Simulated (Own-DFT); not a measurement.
# Shaking the atoms of monoclinic HfO2, 96 atoms (Hf32O64)

These are calculations, not measurements. They come from Own-DFT, an in-house plane-wave density functional program, since retired, whose code no person has reviewed. Each row is one single-point run on a periodic cell that was not relaxed, without spin or spin-orbit coupling.

Settings of every run: PBE; PseudoDojo norm-conserving scalar-relativistic files; cutoff 72 hartree; 2 x 2 x 2 k mesh centred on Gamma; Fermi-Dirac smearing of 0.1 eV.

Known limits, some of them of some rows only: some atoms lie very close together; hafnium file: forces about 75 meV/angstrom off all-electron values; oxygen file: force components 24 meV/angstrom off all-electron in a glass; forces on such cells passed a denser k mesh, each cell not checked; stress not checked against mesh or cutoff.

Cell vectors in Å: (10.234, 0.000, 0.000); (0.000, 10.350, 0.000); (-1.696, 0.000, 10.445). In each run every atom was moved at random and independently from its ideal site; u is the rms move along one axis. E is the free energy for each atom above the fitted value at u = 0, and F the rms of the force components.

| run | u (Å) | E (meV/atom) | F (eV/Å) | largest force (eV/Å) | P (GPa) |
|---|---|---|---|---|---|
| 1 | 0.0197 | 10.4 | 0.517 | 2.52 | 4.17 |
| 2 | 0.0198 | 9.5 | 0.452 | 1.96 | 4.12 |
| 3 | 0.0476 | ? | ? | ? | ? |
| 4 | 0.0508 | 66.8 | 1.147 | 4.90 | 5.81 |
| 5 | 0.0815 | 176.1 | 2.010 | 8.93 | 9.47 |
| 6 | 0.0817 | 163.0 | 1.948 | 8.29 | 9.50 |
| 7 | 0.1275 | 402.5 | 3.041 | 10.42 | 16.62 |
| 8 | 0.1550 | 610.9 | 4.107 | 18.51 | 25.37 |

## Worked fit

For small independent moves the energy grows as E = (3/2) K u², with K the mean stiffness felt by one atom. The runs with u up to 0.11 Å give K = 17.1 ± 0.4 eV/Å², with residuals divided by u² + 0.0006 Å², since the noise grows with the moves. The scatter is 2.8 meV/atom at u = 0.05 Å. The forces follow F = G u with G = 24.1 eV/Å²; no force at u = 0 is resolved. G exceeds K because the moves of its neighbours add to the force on an atom, and stiffness differs between atoms. At u = 0.155 Å the parabola gives 615 meV/atom and the run 611. The pressure follows P = 3.76 + 855 u² GPa: at fixed volume, shortened bonds push harder than stretched ones pull.

## Withheld run

Question: what energy and rms force should run 3 give?

The fit gives 58 ± 3 meV/atom and about 1.15 eV/Å. The calculation gave 57.4 meV/atom and 1.000 eV/Å.
